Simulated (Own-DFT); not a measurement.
## Calculated data, TiSi$_{2}$ (TiSi2 crystal, strained, atoms displaced), WC (WC crystal, atoms displaced)

A calculation, not a measurement: plane-wave PBE density functional theory by an unreviewed code, no spin, of a simulated periodic cell, stress positive in tension, free energy of the whole cell less one offset for each atom, forces on such cells moved up to 12 meV/angstrom on a denser k mesh; offsets are fitted by least squares, one for each functional and potential file, so energies compare only between cells with the same atoms and settings and are not formation energies; the far tail of each file's local potential was reset to the Coulomb form; each entry is a single point on an unrelaxed cell, so the pressure reflects the starting lattice, taken from the Materials Project, from which strain is counted, and rises with the displacements; printed positions are rounded, which can move forces by about a meV/angstrom; the program is a retired in-house code; no spin-orbit coupling; before rounding, a Quantum ESPRESSO 7.3.1 run of the same cell and cutoff gave forces within 1 meV/angstrom rms on each cell, which checks the program and not the settings. Program: Own-DFT development build.

Settings shared by all entries: functional PBE; potential files PseudoDojo norm-conserving, scalar-relativistic, standard set; occupations cold (Marzari-Vanderbilt); smearing width 0.2 eV; k mesh 4 x 4 x 4 centred on Gamma.

(1) TiSi$_{2}$ (TiSi2 crystal, strained, atoms displaced)

```
TiSi2
1.0
      5.5165    -6.8877     3.7830
      7.0632     0.0204    -7.0934
      5.3432     6.6410     3.5728
Ti Si Ti Si Ti Si Ti Si Ti Si Ti Si Ti Si Ti Si Ti Si Ti Si
2 4 2 4 2 4 2 4 2 4 2 4 2 4 2 4 2 4 2 4
Direct
  0.94809 0.92119 0.16766
  0.85975 0.87640 0.64754
  0.60540 0.93650 0.48492
  0.19014 0.87524 0.30665
  0.89629 0.02121 0.39454
  0.89111 0.77528 0.40069
  0.94849 0.42544 0.14414
  0.85007 0.37400 0.64543
  0.59753 0.43160 0.48595
  0.20068 0.37750 0.31197
  0.90867 0.51514 0.39688
  0.89700 0.27373 0.39398
  0.74931 0.72727 0.96066
  0.66009 0.66497 0.44941
  0.40866 0.71812 0.28685
  0.99148 0.68294 0.09777
  0.70050 0.82174 0.20283
  0.70187 0.56238 0.20505
  0.55250 0.01492 0.76762
  0.45307 0.97308 0.25139
  0.20613 0.02428 0.10296
  0.78236 0.97524 0.91880
  0.50451 0.11715 0.00536
  0.49316 0.88555 0.99387
  0.74376 0.22393 0.95502
  0.64839 0.16152 0.45313
  0.40805 0.22783 0.30355
  0.99370 0.17838 0.11834
  0.70344 0.32789 0.20688
  0.70164 0.07324 0.19404
  0.53993 0.52809 0.75131
  0.46640 0.46895 0.25276
  0.21089 0.51553 0.09490
  0.79279 0.47183 0.90942
  0.50665 0.62450 0.00450
  0.48888 0.37654 0.98676
  0.34311 0.82955 0.55272
  0.24731 0.77402 0.05019
  0.01253 0.82378 0.88480
  0.59190 0.76910 0.70452
  0.29902 0.92183 0.79566
  0.29976 0.67981 0.78985
  0.35668 0.31954 0.55036
  0.25338 0.27035 0.05133
  0.00804 0.32534 0.88748
  0.60382 0.27303 0.71242
  0.30297 0.42276 0.79892
  0.29747 0.17389 0.79536
  0.14982 0.62113 0.35364
  0.04908 0.58042 0.84561
  0.81426 0.62283 0.68543
  0.38958 0.56340 0.51414
  0.09330 0.71802 0.59187
  0.10646 0.47837 0.60534
  0.15122 0.13323 0.35444
  0.04569 0.07967 0.85544
  0.79880 0.12801 0.68752
  0.39344 0.07197 0.50818
  0.09695 0.22396 0.60783
  0.10128 0.97256 0.59649
```

- wave cutoff: 42 hartree
- free energy of cell above offsets: -13.032 eV
- pressure: 0.03 GPa
- stress xx: 1.07 GPa
- stress yy: -1.26 GPa
- stress zz: 0.1 GPa
- stress yz: -3.36 GPa
- stress xz: 3.52 GPa
- stress xy: -2.65 GPa

Force:
| element | x (eV/Å) | y (eV/Å) | z (eV/Å) |
| --- | --- | --- | --- |
| Ti | -0.746 | -1.327 | -1.237 |
| Ti | -0.657 | 0.634 | -0.147 |
| Si | -1.135 | 0.134 | 2.74 |
| Si | 0.319 | 0.581 | 1.098 |
| Si | 0.92 | 0.48 | 0.141 |
| Si | -0.066 | -0.309 | 0.65 |
| Ti | 0.704 | 0.582 | 0.146 |
| Ti | 0.12 | -0.158 | -0.016 |
| Si | 0.483 | -0.274 | 2.4 |
| Si | -0.505 | 0.71 | 0.037 |
| Si | 0.463 | 0.286 | -0.466 |
| Si | 0.257 | 0.125 | 0.612 |
| Ti | -1.102 | -0.31 | -0.242 |
| Ti | 0.272 | 0.373 | -1.133 |
| Si | 0.618 | 0.314 | -0.04 |
| Si | 0.055 | 0.598 | 1.72 |
| Si | -0.202 | 0.202 | -0.028 |
| Si | 0.907 | -0.483 | -0.984 |
| Ti | -0.617 | -1.23 | -1.812 |
| Ti | -0.366 | -0.116 | -0.168 |
| Si | -0.324 | -0.808 | -0.785 |
| Si | 0.445 | -0.811 | 0.565 |
| Si | 0.578 | 0.35 | -1.045 |
| Si | -0.636 | 0.794 | 1.689 |
| Ti | 0.459 | -0.227 | 0.045 |
| Ti | 1.742 | -1.033 | -1.878 |
| Si | -0.827 | -1.124 | -0.046 |
| Si | -0.753 | -0.185 | -0.083 |
| Si | -1.315 | -0.268 | 0.483 |
| Si | 0.254 | 0.648 | 0.144 |
| Ti | 0.111 | -0.508 | 0.741 |
| Ti | -1.201 | 0.294 | -1.179 |
| Si | 0.392 | -0.425 | -1.283 |
| Si | -0.042 | 0.089 | -0.637 |
| Si | -0.211 | 0.166 | -0.304 |
| Si | 0.852 | 0.221 | 0.958 |
| Ti | -0.681 | -0.66 | 0.544 |
| Ti | -0.043 | -0.632 | 0.106 |
| Si | 0.624 | -0.014 | -1.056 |
| Si | 0.629 | -0.2 | -0.26 |
| Si | 0.424 | 0.543 | -0.169 |
| Si | -0.048 | 0.717 | 0.522 |
| Ti | 0.24 | 1.325 | 0.004 |
| Ti | 0.009 | -0.399 | -0.14 |
| Si | 0.359 | 0.16 | 0.105 |
| Si | -0.758 | 0.788 | -1.272 |
| Si | -0.169 | 0.347 | -0.246 |
| Si | 0.271 | 0.214 | 0.376 |
| Ti | -0.035 | -0.119 | -0.617 |
| Ti | -0.287 | -0.36 | 0.884 |
| Si | 0.271 | 0.339 | -0.16 |
| Si | 0.486 | 0.201 | -1.686 |
| Si | 1.078 | 0.099 | -0.434 |
| Si | -1.05 | -0.049 | 0.335 |
| Ti | -0.561 | 0.414 | 0.555 |
| Ti | -0.599 | -0.886 | 0.57 |
| Si | 0.466 | -0.599 | 1.713 |
| Si | 0.264 | 0.861 | 0.184 |
| Si | -0.224 | -0.377 | -0.211 |
| Si | 0.086 | 0.305 | -0.303 |

(2) TiSi$_{2}$ (TiSi2 crystal, strained, atoms displaced)

```
TiSi2
1.0
      5.3894    -6.6656     3.5550
      7.0619    -0.0355    -6.9931
      5.4445     6.7731     3.6768
Ti Si Ti Si Ti Si Ti Si Ti Si Ti Si Ti Si Ti Si Ti Si Ti Si
2 4 2 4 2 4 2 4 2 4 2 4 2 4 2 4 2 4 2 4
Direct
  0.96309 0.91776 0.15002
  0.86107 0.87325 0.64070
  0.61267 0.92873 0.49477
  0.19578 0.87751 0.31207
  0.90397 0.01185 0.40632
  0.90253 0.77826 0.39448
  0.94986 0.41488 0.16328
  0.84838 0.37496 0.64577
  0.59833 0.42417 0.49372
  0.19344 0.37735 0.29538
  0.89706 0.52465 0.38583
  0.89837 0.27079 0.40387
  0.74592 0.72615 0.95473
  0.64961 0.67596 0.44671
  0.40470 0.72750 0.28997
  0.99370 0.67181 0.10789
  0.70030 0.82670 0.20370
  0.70117 0.57895 0.18419
  0.54638 0.02960 0.75146
  0.44662 0.97609 0.24120
  0.22569 0.02391 0.10005
  0.79951 0.96898 0.90408
  0.50115 0.12484 0.00726
  0.50340 0.87987 0.99919
  0.74315 0.21891 0.95867
  0.65062 0.17765 0.45921
  0.40132 0.22292 0.29439
  0.98401 0.17594 0.10509
  0.70328 0.32588 0.19635
  0.70980 0.07150 0.19921
  0.55133 0.52408 0.75327
  0.45422 0.46919 0.25486
  0.20753 0.52053 0.08625
  0.78574 0.47547 0.89987
  0.50748 0.62685 0.99628
  0.49574 0.37193 0.00191
  0.34279 0.81857 0.55087
  0.24571 0.77185 0.03621
  0.01405 0.82488 0.88595
  0.60207 0.77089 0.71197
  0.29504 0.92480 0.79858
  0.29924 0.66955 0.79910
  0.35021 0.32533 0.56215
  0.24552 0.28022 0.04870
  0.00417 0.32617 0.88926
  0.59209 0.25993 0.70843
  0.29896 0.42790 0.79903
  0.30201 0.17249 0.78967
  0.14740 0.62069 0.34749
  0.05836 0.57602 0.84941
  0.80623 0.63171 0.69837
  0.39075 0.58223 0.50704
  0.08897 0.72881 0.60450
  0.10367 0.47514 0.59575
  0.14378 0.11820 0.35674
  0.05466 0.06742 0.85490
  0.81107 0.13071 0.69170
  0.38940 0.07589 0.49715
  0.09794 0.22525 0.60246
  0.09637 0.97413 0.60085
```

* wave cutoff: 42 hartree
* free energy of cell above offsets: -13.341 eV
* pressure: 3.31 GPa
* stress xx: -0.2 GPa
* stress yy: -4.39 GPa
* stress zz: -5.36 GPa
* stress yz: 2.35 GPa
* stress xz: 3.53 GPa
* stress xy: 0.98 GPa

Force:
| element | x (eV/Å) | y (eV/Å) | z (eV/Å) |
| --- | --- | --- | --- |
| Ti | -0.082 | 1.236 | -0.875 |
| Ti | 0.163 | 1.979 | -0.714 |
| Si | -0.694 | 0.019 | 0.181 |
| Si | -0.844 | 0.531 | 0.125 |
| Si | 0.527 | -0.363 | -1.469 |
| Si | -0.776 | 0.103 | 0.887 |
| Ti | -0.412 | -0.891 | -1.538 |
| Ti | 0.434 | -0.134 | -0.388 |
| Si | 0.783 | -0.445 | 0.482 |
| Si | 0.366 | 1.319 | 0.98 |
| Si | 0.612 | 0.848 | 0.38 |
| Si | -0.042 | 0.026 | -0.107 |
| Ti | 0.149 | -0.77 | 0.257 |
| Ti | 0.174 | -0.449 | 0.062 |
| Si | -0.367 | -0.737 | 0.542 |
| Si | -0.391 | 0.165 | -0.224 |
| Si | -0.269 | -0.236 | 0.052 |
| Si | 0.366 | 1.033 | 0.832 |
| Ti | -1.019 | 0.127 | 1.413 |
| Ti | 1.591 | -0.274 | 1.437 |
| Si | -1.752 | 0.336 | -1.745 |
| Si | 0.231 | 0.657 | -0.74 |
| Si | -0.39 | -0.174 | -0.367 |
| Si | -0.555 | 0.159 | 0.013 |
| Ti | 0.018 | -0.912 | -0.476 |
| Ti | -1.14 | -1.363 | -0.183 |
| Si | 0.324 | -1.149 | -0.035 |
| Si | 0.247 | -0.323 | 1.241 |
| Si | -0.069 | 0.773 | 0.248 |
| Si | 0.111 | 0.512 | -0.144 |
| Ti | -0.744 | 0.291 | -0.073 |
| Ti | -0.206 | -0.606 | -1.091 |
| Si | 0.785 | -0.545 | -0.351 |
| Si | 0.618 | 0.484 | 1.034 |
| Si | -0.624 | 0.738 | -0.325 |
| Si | 0.305 | -0.133 | -0.232 |
| Ti | 1.486 | -0.029 | -0.455 |
| Ti | 1.498 | -0.04 | 0.704 |
| Si | -0.423 | -0.026 | 0.511 |
| Si | -0.311 | 1.205 | -2.202 |
| Si | 0.077 | -0.436 | 0.441 |
| Si | 0.46 | -0.351 | -0.375 |
| Ti | -1.006 | -0.619 | -0.606 |
| Ti | -0.644 | -0.794 | 0.777 |
| Si | 0.01 | -0.335 | 0.372 |
| Si | 1.629 | 0.659 | -1.838 |
| Si | -0.279 | 0.003 | 0.536 |
| Si | 0.535 | 0.983 | 0.176 |
| Ti | 0.699 | 0.227 | -0.201 |
| Ti | -0.996 | 0.486 | -0.282 |
| Si | -0.645 | -1.752 | 1.222 |
| Si | -0.695 | 0.471 | 0.721 |
| Si | -0.218 | -1.294 | 0.985 |
| Si | -0.13 | 0.388 | -0.293 |
| Ti | 0.483 | -0.301 | -0.895 |
| Ti | 0.504 | -0.366 | -1.042 |
| Si | -0.294 | -0.574 | 1.358 |
| Si | 0.375 | 1.054 | 1.131 |
| Si | -0.046 | -0.036 | -0.026 |
| Si | 0.504 | -0.356 | 0.191 |

(3) TiSi$_{2}$ (TiSi2 crystal, strained, atoms displaced)

```
TiSi2
1.0
      5.3256    -6.7119     3.6922
      6.8536    -0.0550    -7.1215
      5.2968     6.7294     3.7680
Ti Si Ti Si Ti Si Ti Si Ti Si Ti Si Ti Si Ti Si Ti Si Ti Si
2 4 2 4 2 4 2 4 2 4 2 4 2 4 2 4 2 4 2 4
Direct
  0.94806 0.92275 0.16110
  0.84931 0.86804 0.64164
  0.60290 0.92829 0.49021
  0.19764 0.87319 0.31451
  0.90286 0.02923 0.39985
  0.90365 0.77654 0.40460
  0.95130 0.42793 0.14986
  0.84466 0.37565 0.64776
  0.60652 0.43091 0.49153
  0.18967 0.37553 0.30334
  0.89499 0.53118 0.39565
  0.89396 0.27930 0.39224
  0.74792 0.72821 0.94872
  0.65148 0.67728 0.45580
  0.41448 0.72882 0.29078
  0.98749 0.67798 0.10557
  0.70140 0.83557 0.19624
  0.70438 0.57524 0.19904
  0.54892 0.02747 0.76452
  0.44887 0.97319 0.24121
  0.20822 0.02747 0.09137
  0.78965 0.97447 0.90192
  0.50125 0.11982 0.00825
  0.50718 0.87777 0.00338
  0.75402 0.22050 0.95850
  0.66182 0.17677 0.44882
  0.40683 0.23203 0.29794
  0.99280 0.17108 0.10686
  0.70302 0.32195 0.20113
  0.70957 0.07357 0.19957
  0.53555 0.52745 0.73786
  0.44994 0.47809 0.24478
  0.20717 0.52395 0.09552
  0.78493 0.47108 0.91470
  0.49008 0.62721 0.00722
  0.49713 0.37601 0.99640
  0.34200 0.82719 0.56293
  0.24617 0.77681 0.05184
  0.01442 0.82058 0.88451
  0.59770 0.77353 0.71186
  0.30917 0.91948 0.80485
  0.30064 0.68042 0.80674
  0.34629 0.33023 0.56116
  0.24956 0.27429 0.04696
  0.01566 0.31960 0.88578
  0.58665 0.27233 0.71060
  0.30263 0.43027 0.80315
  0.29677 0.17355 0.79974
  0.14865 0.62857 0.34658
  0.06198 0.57249 0.85276
  0.80220 0.63079 0.67915
  0.39146 0.57189 0.50607
  0.10596 0.72820 0.59988
  0.10672 0.46557 0.60215
  0.13283 0.12102 0.34732
  0.05302 0.07256 0.85135
  0.81370 0.13106 0.68706
  0.39115 0.07881 0.50874
  0.10750 0.22753 0.60420
  0.10226 0.97759 0.59163
```

- wave cutoff: 42 hartree
- free energy of cell above offsets: -13.707 eV
- pressure: 2.52 GPa
- stress xx: -4.91 GPa
- stress yy: -2.98 GPa
- stress zz: 0.32 GPa
- stress yz: 1.55 GPa
- stress xz: 4.9 GPa
- stress xy: -0.34 GPa

Force:
| element | x (eV/Å) | y (eV/Å) | z (eV/Å) |
| --- | --- | --- | --- |
| Ti | -0.253 | -0.94 | -0.345 |
| Ti | 1.76 | 0.124 | -0.812 |
| Si | 0.257 | -0.1 | 0.306 |
| Si | -0.329 | 0.042 | -0.57 |
| Si | -0.423 | 0.733 | 0.274 |
| Si | -0.346 | -0.264 | -0.095 |
| Ti | -0.59 | 0.491 | 0.147 |
| Ti | 0.742 | -0.868 | -0.09 |
| Si | -0.538 | -0.288 | 0.726 |
| Si | 0.188 | 0.664 | 0.365 |
| Si | 0.259 | -0.006 | 0.57 |
| Si | 0.763 | -0.13 | 0.383 |
| Ti | -0.235 | 0.546 | 0.626 |
| Ti | -0.897 | -1.01 | -0.913 |
| Si | -0.37 | 0.178 | 0.4 |
| Si | 0.076 | -0.062 | 0.21 |
| Si | -0.64 | 0.414 | 1.045 |
| Si | -0.057 | 0.146 | -0.39 |
| Ti | -1.134 | -0.824 | -0.182 |
| Ti | 1.527 | 0.473 | -0.156 |
| Si | -0.258 | -0.054 | 0.551 |
| Si | 0.63 | -0.391 | 0.526 |
| Si | 0.427 | -0.09 | -0.772 |
| Si | -0.74 | 0.118 | 0.164 |
| Ti | -0.561 | 0.13 | -0.704 |
| Ti | -0.87 | 0.799 | -0.507 |
| Si | -0.605 | -0.428 | 0.621 |
| Si | 0.134 | 0.169 | -0.646 |
| Si | -0.031 | 0.175 | -0.637 |
| Si | 0.075 | 0.519 | -0.487 |
| Ti | 1.789 | 0.56 | 1.18 |
| Ti | 0.341 | -0.149 | 0.372 |
| Si | 0.06 | -0.31 | -0.449 |
| Si | 0.022 | -0.762 | -0.575 |
| Si | 0.135 | -0.801 | 0.148 |
| Si | 0.182 | -0.204 | 0.365 |
| Ti | -0.111 | -1.588 | 0.343 |
| Ti | 0.26 | -0.662 | 0.203 |
| Si | 0.123 | 0.316 | -0.528 |
| Si | -0.267 | 0.636 | -1.203 |
| Si | 0.398 | 0.724 | -0.817 |
| Si | -0.651 | -0.192 | 0.23 |
| Ti | -1.043 | -0.909 | 0.374 |
| Ti | 0.496 | -0.234 | 0.115 |
| Si | 0.259 | 0.571 | -0.796 |
| Si | 0.602 | -0.271 | -0.077 |
| Si | -0.463 | 0.32 | 0.179 |
| Si | 0.465 | -0.054 | 0.271 |
| Ti | -0.049 | 0.742 | 0.564 |
| Ti | -1.093 | 0.367 | -0.678 |
| Si | 0.379 | 0.138 | 2.484 |
| Si | 0.175 | 0.221 | -1.349 |
| Si | -0.642 | 0.607 | 0.344 |
| Si | 0.521 | 0.425 | -1.431 |
| Ti | 2.162 | -0.985 | 0.196 |
| Ti | -0.504 | -0.56 | -0.019 |
| Si | -0.526 | 0.294 | 0.82 |
| Si | -0.068 | 0.315 | -0.084 |
| Si | -1.163 | 0.452 | 0.041 |
| Si | 0.249 | 0.724 | 0.172 |

(4) WC (WC crystal, atoms displaced)

```
WC
1.0
      5.8332    -5.0517    -2.8394
      0.0000    -5.0517     8.5183
     -5.8332    -5.0517    -2.8394
W C W C W C W C W C W C W C W C W C W C W C W C W C W C W C W C W C W C W C W C W C W C W C W C W C W C W C W C W C W C W C W C
1 1 1 1 1 1 1 1 1 1 1 1 1 1 1 1 1 1 1 1 1 1 1 1 1 1 1 1 1 1 1 1 1 1 1 1 1 1 1 1 1 1 1 1 1 1 1 1 1 1 1 1 1 1 1 1 1 1 1 1 1 1 1 1
Direct
  0.68830 0.87042 0.93664
  0.68387 0.94239 0.67926
  0.38490 0.74689 0.88382
  0.40900 0.82901 0.62933
  0.18558 0.37289 0.93486
  0.17575 0.45126 0.68989
  0.06748 0.63146 0.78909
  0.05839 0.71166 0.56984
  0.91127 0.88457 0.68735
  0.95096 0.96551 0.44531
  0.85589 0.26592 0.88730
  0.86492 0.34556 0.61033
  0.77115 0.50226 0.74490
  0.74960 0.57651 0.47618
  0.62835 0.75860 0.63374
  0.62778 0.84098 0.36140
  0.57648 0.12485 0.80807
  0.56225 0.20621 0.54672
  0.42524 0.37178 0.69733
  0.45604 0.46709 0.44993
  0.29396 0.62423 0.57739
  0.29343 0.70350 0.32766
  0.17578 0.85678 0.43178
  0.20980 0.96090 0.19057
  0.24001 0.99696 0.74644
  0.24465 0.10472 0.48654
  0.12602 0.26712 0.63309
  0.10729 0.33046 0.36069
  0.98679 0.49805 0.51563
  0.98821 0.58063 0.25399
  0.88545 0.74387 0.39272
  0.88277 0.84567 0.11932
  0.81522 0.11312 0.56844
  0.81497 0.20590 0.32078
  0.68547 0.36815 0.41969
  0.69129 0.44207 0.16359
  0.57057 0.62683 0.32963
  0.57712 0.71966 0.03822
  0.46309 0.86956 0.18076
  0.42979 0.95882 0.93350
  0.49117 0.98774 0.50292
  0.48906 0.07413 0.23520
  0.36620 0.25677 0.37681
  0.37347 0.34425 0.09379
  0.23269 0.49282 0.26214
  0.26434 0.57575 0.99473
  0.14580 0.74837 0.13208
  0.12582 0.83711 0.86451
  0.05828 0.12451 0.32506
  0.05067 0.22458 0.06876
  0.93584 0.37430 0.18752
  0.92496 0.44881 0.91608
  0.82686 0.62266 0.08592
  0.78760 0.71886 0.80290
  0.74929 0.00726 0.25193
  0.74283 0.08236 0.00027
  0.61639 0.25106 0.11694
  0.61182 0.33596 0.87142
  0.49903 0.51417 0.00943
  0.48703 0.59144 0.74523
  0.30245 0.11162 0.05914
  0.29570 0.20431 0.79560
  0.01239 0.00276 0.99322
  0.00093 0.06593 0.74677
```

* wave cutoff: 50 hartree
* free energy of cell above offsets: 13.958 eV
* pressure: 17.01 GPa
* stress xx: -13.54 GPa
* stress yy: -17.24 GPa
* stress zz: -20.24 GPa
* stress yz: -1.12 GPa
* stress xz: -0.51 GPa
* stress xy: 2.27 GPa

Force:
| element | x (eV/Å) | y (eV/Å) | z (eV/Å) |
| --- | --- | --- | --- |
| W | 0.733 | -3.092 | 2.725 |
| C | -1.979 | -2.639 | 5.216 |
| W | -0.203 | 2.667 | 4.032 |
| C | -5.658 | 3.629 | 2.614 |
| W | -1.228 | -0.04 | 1.076 |
| C | 0.607 | -2.795 | 1.72 |
| W | -7.335 | -3.231 | -3.059 |
| C | 0.046 | 0.857 | 0.753 |
| W | 5.226 | -2.762 | -7.641 |
| C | -0.802 | 2.773 | -0.381 |
| W | 4.033 | 3.516 | -5.503 |
| C | -1.315 | 0.761 | -3.934 |
| W | -5.596 | 3.889 | 4.502 |
| C | -1.669 | -2.911 | -1.392 |
| W | 2.885 | 7.343 | -4.142 |
| C | -0.872 | -1.613 | -2.567 |
| W | -2.455 | 2.846 | 1.295 |
| C | -1.38 | -0.525 | -0.684 |
| W | 3.994 | -1.206 | 0.909 |
| C | -1.965 | 2.815 | 0.202 |
| W | 6.015 | -1.332 | -1.122 |
| C | 2.613 | -0.328 | -2.326 |
| W | 1.116 | -5.929 | 3.389 |
| C | -1.93 | 2.197 | -0.891 |
| W | 2.861 | -1.187 | -0.273 |
| C | -1.543 | -0.553 | -3.782 |
| W | 0.092 | 7.842 | -3.53 |
| C | -0.932 | -3.295 | -1.396 |
| W | 5.577 | 1.376 | 1.893 |
| C | 0.868 | -2.449 | -1.667 |
| W | 1.052 | 3.682 | 5.197 |
| C | -0.397 | -0.165 | -1.724 |
| W | -0.29 | -0.563 | 5.534 |
| C | 0.219 | 1.004 | 0.359 |
| W | -2.437 | -2.364 | -0.455 |
| C | -1.763 | -2.995 | 1.636 |
| W | 0.826 | 3.626 | 2.426 |
| C | -3.095 | -0.592 | -4.353 |
| W | -4.74 | 2.261 | 2.506 |
| C | 1.189 | -0.673 | -0.181 |
| W | 2.338 | -1.108 | 4.666 |
| C | -0.254 | -2.577 | 0.609 |
| W | 2.335 | 0.486 | -0.87 |
| C | -2.66 | -1.339 | -3.116 |
| W | 4.034 | -1.864 | 1.252 |
| C | -2.799 | 0.206 | 2.128 |
| W | -1.07 | 3.943 | 2.556 |
| C | -0.97 | -0.211 | -1.162 |
| W | 3.017 | 1.127 | 1.23 |
| C | 1.787 | 1.71 | -2.639 |
| W | -0.639 | 0.597 | 0.673 |
| C | -0.443 | -6.5 | 0.836 |
| W | 1.872 | 4.532 | 4.837 |
| C | 1.489 | -3.043 | -4.661 |
| W | 1.269 | 0.853 | -1.534 |
| C | 0.561 | -1.053 | 0.127 |
| W | -1.001 | 0.849 | -1.38 |
| C | 0.315 | -0.606 | 0.253 |
| W | 2.962 | 2.25 | -2.967 |
| C | 0.25 | -0.884 | -2.476 |
| W | 2.213 | -3.157 | 3.123 |
| C | -0.523 | -2.697 | -1.71 |
| W | -3.595 | 0.797 | 0.012 |
| C | -0.854 | -2.155 | 3.233 |
